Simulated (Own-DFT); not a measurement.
## Calculated data, GaP (zincblende, atoms displaced), SiC (4H silicon carbide, atoms displaced)

Computed with Own-DFT development build. A calculation, not a measurement: plane-wave PBE density functional theory by an unreviewed code, no spin, of a simulated periodic cell, stress positive in tension, free energy of the whole cell less one offset for each atom, forces on such cells passed a denser k mesh, this cell's mesh not checked; offsets are fitted by least squares, one for each functional and potential file, so energies compare only between cells with the same atoms and settings and are not formation energies; the far tail of each file's local potential was reset to the Coulomb form; each entry is a single point on an unrelaxed cell, so the pressure reflects the starting lattice, mostly measured values (interpolated for alloys), from which strain is counted, and rises with the displacements; printed positions are rounded, which can move forces by about a meV/angstrom; the program, named Own-DFT, is a retired in-house code; no spin-orbit coupling.

Common to all runs: functional PBE; potential files PseudoDojo norm-conserving, scalar-relativistic, standard set; wave cutoff 42 hartree; occupations Fermi-Dirac; smearing width 0.1 eV; hardware one NVIDIA H100.

```json
{"entry": 1, "formula": "GaP", "kind": "zincblende, atoms displaced", "structure": {"cell_angstrom": [[10.901, 0.0, 0.0], [0.0, 10.901, 0.0], [0.0, 0.0, 10.901]], "atoms_fractional": [["Ga", 0.00143, 0.0027, 0.00379], ["Ga", 0.99866, 0.24182, 0.24291], ["Ga", 0.25261, 0.98106, 0.27506], ["Ga", 0.25005, 0.2574, 0.99728], ["P", 0.12248, 0.14742, 0.12125], ["P", 0.11918, 0.3773, 0.3752], ["P", 0.38041, 0.13909, 0.37041], ["P", 0.36064, 0.37468, 0.12832], ["Ga", 0.98363, 0.0092, 0.50346], ["Ga", 0.98937, 0.23911, 0.74459], ["Ga", 0.2434, 0.00063, 0.76556], ["Ga", 0.23978, 0.25012, 0.49069], ["P", 0.11641, 0.12624, 0.63206], ["P", 0.1168, 0.37353, 0.88206], ["P", 0.3665, 0.12637, 0.87082], ["P", 0.39081, 0.37784, 0.61082], ["Ga", 0.99498, 0.4958, 0.99316], ["Ga", 0.01268, 0.73789, 0.25675], ["Ga", 0.25684, 0.5086, 0.24646], ["Ga", 0.25802, 0.75212, 0.01951], ["P", 0.13775, 0.62839, 0.10953], ["P", 0.13717, 0.85779, 0.3854], ["P", 0.36398, 0.62212, 0.37744], ["P", 0.37733, 0.85918, 0.1311], ["Ga", 0.00126, 0.51599, 0.48423], ["Ga", 0.01242, 0.73747, 0.74878], ["Ga", 0.24448, 0.50719, 0.75418], ["Ga", 0.25003, 0.74637, 0.50108], ["P", 0.11297, 0.63057, 0.63135], ["P", 0.12625, 0.87662, 0.87705], ["P", 0.38242, 0.61565, 0.90923], ["P", 0.37497, 0.86514, 0.63259], ["Ga", 0.49983, 0.99939, 0.99241], ["Ga", 0.51196, 0.25285, 0.2591], ["Ga", 0.76591, 0.98495, 0.24299], ["Ga", 0.7499, 0.24752, 0.9981], ["P", 0.62162, 0.1285, 0.11714], ["P", 0.62064, 0.38642, 0.39548], ["P", 0.87102, 0.12113, 0.37038], ["P", 0.85756, 0.36567, 0.12181], ["Ga", 0.4993, 0.01561, 0.50489], ["Ga", 0.5065, 0.23957, 0.74466], ["Ga", 0.73864, 0.99096, 0.7281], ["Ga", 0.75685, 0.24196, 0.49349], ["P", 0.61888, 0.12375, 0.63424], ["P", 0.62033, 0.37356, 0.87467], ["P", 0.86128, 0.1156, 0.88441], ["P", 0.86549, 0.36658, 0.61944], ["Ga", 0.49404, 0.49802, 0.00839], ["Ga", 0.49922, 0.73858, 0.2509], ["Ga", 0.75862, 0.48979, 0.26507], ["Ga", 0.75251, 0.74462, 0.99074], ["P", 0.62518, 0.62775, 0.1279], ["P", 0.61376, 0.89116, 0.38061], ["P", 0.87349, 0.6131, 0.36822], ["P", 0.87452, 0.87034, 0.13622], ["Ga", 0.51219, 0.50273, 0.49482], ["Ga", 0.49593, 0.75913, 0.76508], ["Ga", 0.76081, 0.48847, 0.74573], ["Ga", 0.73988, 0.76265, 0.48758], ["P", 0.63757, 0.63392, 0.63975], ["P", 0.62698, 0.8778, 0.8852], ["P", 0.86713, 0.6264, 0.88896], ["P", 0.87267, 0.86585, 0.61899]]}, "settings": {"k_mesh": "3 x 3 x 3 centred on Gamma"}, "results": {"free_energy_of_cell_above_offsets [eV]": "-25.452", "pressure [GPa]": 5.04, "stress_xx [GPa]": -5.21, "stress_yy [GPa]": -5.28, "stress_zz [GPa]": -4.63, "stress_yz [GPa]": -1.63, "stress_xz [GPa]": 0.72, "stress_xy [GPa]": 2.03, "force_element": ["Ga", "Ga", "Ga", "Ga", "P", "P", "P", "P", "Ga", "Ga", "Ga", "Ga", "P", "P", "P", "P", "Ga", "Ga", "Ga", "Ga", "P", "P", "P", "P", "Ga", "Ga", "Ga", "Ga", "P", "P", "P", "P", "Ga", "Ga", "Ga", "Ga", "P", "P", "P", "P", "Ga", "Ga", "Ga", "Ga", "P", "P", "P", "P", "Ga", "Ga", "Ga", "Ga", "P", "P", "P", "P", "Ga", "Ga", "Ga", "Ga", "P", "P", "P", "P"], "force_x [eV/angstrom]": [-0.171, -1.228, 1.202, 0.021, 1.152, -0.053, -1.216, 2.253, 1.385, -0.703, 0.16, 0.766, 1.238, 0.19, 1.04, -1.899, -0.277, -0.256, -1.624, -0.253, -2.825, -3.183, 1.941, 1.011, 0.469, -3.085, 1.061, 1.05, 2.701, -0.475, -2.451, -0.525, -1.006, -0.133, -3.384, -1.397, 0.316, 2.885, 0.284, 1.941, -1.297, -1.805, 1.078, -1.591, 1.626, 0.215, 0.74, 2.007, 2.323, 0.115, -1.916, -1.514, 0.976, 0.413, -0.173, 2.52, -2.214, 0.426, -1.335, 0.245, -0.866, 0.425, 2.132, 0.545], "force_y [eV/angstrom]": [0.048, 1.839, 1.727, -0.183, -3.35, 0.391, -1.694, -0.448, -1.088, 0.901, -0.281, 0.292, -0.784, -0.342, 0.464, -0.59, 0.278, 0.044, -0.752, 0.51, -1.892, 1.754, 0.016, 3.174, -1.918, 2.886, -0.788, -0.866, -2.503, -1.203, 2.763, 1.506, 0.405, 0.864, 2.35, 0.007, -0.719, -3.297, 0.053, 1.104, -0.704, 2.333, -0.604, 0.346, -0.099, 0.031, -0.474, 0.399, -2.317, 0.671, -0.676, 1.667, -1.172, -0.891, 3.195, -2.246, 3.471, -1.617, 0.917, -1.227, -0.13, -0.033, -1.625, 0.11], "force_z [eV/angstrom]": [0.389, 1.043, -2.115, -0.272, -0.129, -1.091, 0.857, 0.477, 0.524, 1.557, -1.987, 1.175, -1.187, -2.053, 0.653, 1.39, 1.598, -1.049, -0.122, -2.969, 2.091, -0.143, 0.556, 0.892, 2.107, 2.904, 0.34, 2.131, -2.745, 1.068, -4.232, -0.442, 1.223, -1.313, 1.56, -0.763, 1.2, -3.189, -0.868, 1.046, 0.16, 1.437, 2.152, 0.728, -2.277, 0.022, -1.865, -0.362, 1.692, 1.0, -2.024, 2.554, 0.239, -1.58, 0.431, -2.347, 2.8, 0.463, 1.061, 0.672, -1.058, -1.371, -2.963, 0.327], "wall_time [s]": 586.7}}
{"entry": 2, "formula": "SiC", "kind": "4H silicon carbide, atoms displaced", "structure": {"cell_angstrom": [[6.1654, 0.0, 0.0], [-3.0827, 5.3394, 0.0], [0.0, 0.0, 10.0681]], "atoms_fractional": [["Si", 0.01394, 0.03472, 0.41236], ["Si", 0.13668, 0.29872, 0.15556], ["C", 0.01591, 0.99646, 0.09141], ["C", 0.16779, 0.35066, 0.35508], ["Si", 0.00167, 0.50103, 0.41244], ["Si", 0.17866, 0.86839, 0.1658], ["C", 0.00305, 0.50388, 0.09853], ["C", 0.12729, 0.80919, 0.33447], ["Si", 0.5293, 0.00436, 0.39711], ["Si", 0.68035, 0.34687, 0.17458], ["C", 0.48381, 0.00146, 0.09662], ["C", 0.67329, 0.35732, 0.33732], ["Si", 0.50601, 0.51569, 0.40937], ["Si", 0.67175, 0.85094, 0.13982], ["C", 0.48275, 0.54641, 0.10313], ["C", 0.66378, 0.8341, 0.33247], ["Si", 0.00878, 0.98841, 0.90986], ["Si", 0.80373, 0.65638, 0.66996], ["C", 0.99709, 0.9974, 0.59838], ["C", 0.84636, 0.67112, 0.85231], ["Si", 0.0026, 0.51974, 0.90896], ["Si", 0.83332, 0.15933, 0.6784], ["C", 0.97213, 0.48412, 0.58869], ["C", 0.84026, 0.15339, 0.85326], ["Si", 0.50696, 0.98785, 0.89962], ["Si", 0.32353, 0.66007, 0.64771], ["C", 0.48529, 0.00612, 0.60518], ["C", 0.29056, 0.61911, 0.85733], ["Si", 0.48785, 0.47606, 0.90044], ["Si", 0.34199, 0.1963, 0.66552], ["C", 0.50472, 0.51749, 0.59994], ["C", 0.31274, 0.17141, 0.83969]]}, "settings": {"k_mesh": "5 x 5 x 3 centred on Gamma"}, "results": {"free_energy_of_cell_above_offsets [eV]": "4.794", "pressure [GPa]": 10.0, "stress_xx [GPa]": -10.55, "stress_yy [GPa]": -7.38, "stress_zz [GPa]": -12.06, "stress_yz [GPa]": 0.03, "stress_xz [GPa]": 0.81, "stress_xy [GPa]": 0.43, "force_element": ["Si", "Si", "C", "C", "Si", "Si", "C", "C", "Si", "Si", "C", "C", "Si", "Si", "C", "C", "Si", "Si", "C", "C", "Si", "Si", "C", "C", "Si", "Si", "C", "C", "Si", "Si", "C", "C"], "force_x [eV/angstrom]": [0.263, 0.467, -3.065, 1.491, -2.255, 2.083, -1.098, 1.381, -4.386, -1.39, 2.033, 0.194, 0.464, -0.481, 2.454, 1.905, -1.643, 4.7, -0.4, -3.343, -1.408, -0.729, 0.631, -1.17, -2.224, -3.163, 1.86, 5.767, -0.945, -0.642, -1.099, 3.744], "force_y [eV/angstrom]": [-4.286, 6.915, -0.163, -0.741, 0.788, -5.117, -0.27, 3.61, 1.041, 0.778, 2.969, -2.159, -0.209, 1.292, -7.438, 1.155, 1.404, 2.687, 0.527, -1.272, -5.111, 0.047, 0.559, 0.637, -0.612, 1.103, -0.056, 5.139, 3.413, -3.617, -1.193, -1.816], "force_z [eV/angstrom]": [0.194, 0.875, -1.109, -1.694, -1.378, -1.085, -0.235, 4.097, 1.783, -8.009, -1.314, 6.856, -1.135, 2.882, -2.571, 0.962, 0.139, -1.996, 0.888, -1.433, 4.072, -4.821, 3.29, 1.383, 1.619, 2.12, -0.944, -4.496, 4.399, -3.101, -1.476, 1.237], "wall_time [s]": 120.6}}
```
